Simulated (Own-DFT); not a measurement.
# Which defects push the lattice out? C11b WSi2

The numbers are computed, not measured, by runs of the plane-wave DFT program Own-DFT (in-house, retired, unreviewed) at fixed positions, with no spin and no spin-orbit coupling.

Common settings: PBE; PseudoDojo norm-conserving scalar-relativistic files; cutoff 50 hartree; 5 x 5 x 5 k mesh centred on Gamma; cold (Marzari-Vanderbilt) smearing of 0.2 eV.

Keep in mind: forces on such cells failed a check on a denser k mesh; stress not checked against mesh or cutoff.

All runs share one cell, with vectors in Å (-2.148, -5.953, 3.409); (-6.444, 2.976, 1.136); (-2.553, -2.948, -6.757) and a volume of 403.2 Å³. u is the rms random offset of the atoms per axis. The defect's site can differ from row to row.

| cell | formula | u (Å) | P (GPa) |
|---|---|---|---|
| no defect | Si20W10 | 0.0197 | 4.45 |
| no defect | Si20W10 | 0.0202 | 4.34 |
| no defect | Si20W10 | 0.0463 | 6.15 |
| one W on a Si site | Si19W11 | 0.0257 | 9.67 |
| one W on a Si site | Si19W11 | 0.0325 | 10.08 |
| one W on a Si site | Si19W11 | 0.0468 | 10.28 |
| one Si vacancy | Si19W10 | 0.0316 | 3.39 |
| one Si vacancy | Si19W10 | 0.0332 | 3.37 |
| one Si vacancy | Si19W10 | 0.0488 | 4.22 |
| one Si on a W site | Si21W9 | 0.0268 | 6.16 |
| one Si on a W site | Si21W9 | 0.0436 | 7.24 |
| one Si on a W site | Si21W9 | 0.0578 | 8.32 |
| one W vacancy | Si20W9 | 0.0310 | 3.80 |
| one W vacancy | Si20W9 | 0.0320 | 3.70 |
| one W vacancy | Si20W9 | 0.0486 | ? |
| one W vacancy | Si20W9 | 0.0507 | 5.36 |

## What the rows give

P = P0 + c u² + a shift for each defect gives P0 = 4.19 GPa, c = 808 ± 77 GPa/Å² and a scatter of 0.24 GPa. The shifts, and each times the cell's volume:

- one W on a Si site: 4.77 ± 0.20 GPa, 12.0 eV
- one Si on a W site: 1.44 ± 0.21 GPa, 3.6 eV
- one W vacancy: -1.13 ± 0.20 GPa, -2.8 eV
- one Si vacancy: -1.74 ± 0.20 GPa, -4.4 eV

A positive shift means that the defect pushes the cell outwards. Shift times volume (160.2 GPa Å³ is 1 eV) depends little on the cell's size, so, taken for each site, it can be compared between cells at like pressure. The atoms around the defects weren't relaxed, which would change these numbers.

## Withheld run

Asked: what pressure belongs in the blank (one W vacancy, u = 0.0486 Å)?

Estimate: 4.97 ± 0.28 GPa. Computed: 4.23 GPa.
